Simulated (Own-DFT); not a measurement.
# Same atoms, different arrangement: As32Ga32, 64 atoms

These are calculations, not measurements. They come from Own-DFT, an in-house plane-wave density functional program, since retired, whose code no person has reviewed. Each row is one single-point run on a periodic cell that was not relaxed, without spin or spin-orbit coupling.

Settings of every run: PBE; PseudoDojo norm-conserving scalar-relativistic files; cutoff 42 hartree; 3 x 3 x 3 k mesh centred on Gamma; Fermi-Dirac smearing of 0.1 eV.

Known limits, some of them of some rows only: not probed for a lower state with spin; forces on such cells failed a check on a denser k mesh; forces not confirmed at this smearing and k mesh; stress not checked against mesh or cutoff.

All cells hold the same atoms in the same cell, with vectors in Å (11.307, 0.000, 0.000); (0.000, 11.307, 0.000); (0.000, 0.000, 11.307). Every atom was moved at random from its ideal site; u is the rms move along one axis. The defect's site can differ from row to row. E is the free energy of the cell above the lowest run. The arrangements:

- A: zincblende GaAs
- B: zincblende GaAs, with one As on a Ga site and one Ga on an As site, 2.4 Å apart

| arrangement | u (Å) | E (eV) | P (GPa) |
|---|---|---|---|
| A | 0.0193 | 0.010 | 3.51 |
| A | 0.0195 | 0.000 | 3.51 |
| A | 0.0201 | 0.018 | 3.51 |
| A | 0.0470 | 1.610 | 3.80 |
| A | 0.0470 | 1.577 | 3.81 |
| A | 0.0504 | 2.116 | 3.95 |
| B | 0.0301 | 2.851 | 3.86 |
| B | 0.0306 | 2.990 | 3.92 |
| B | 0.0344 | 3.450 | 3.98 |
| B | 0.0501 | 4.592 | 4.22 |
| B | 0.0501 | 4.670 | 4.26 |
| B | 0.0533 | 5.089 | 4.37 |

Question: once the cost of the random moves is taken out, how do the arrangements rank?

## Worked answer

Fit E = a + b u², with one b for all and one a for each arrangement, and with residuals divided by u², since the noise grows with the moves. Then b = 970 eV/Å², the scatter at u = 0.04 Å is 0.15 eV, and against A:

- B: 2.47 ± 0.07 eV (higher)

These are energies of unrelaxed cells. Relaxing the atoms lowers the strained arrangements most, so the gaps would shrink and small ones could change sign.
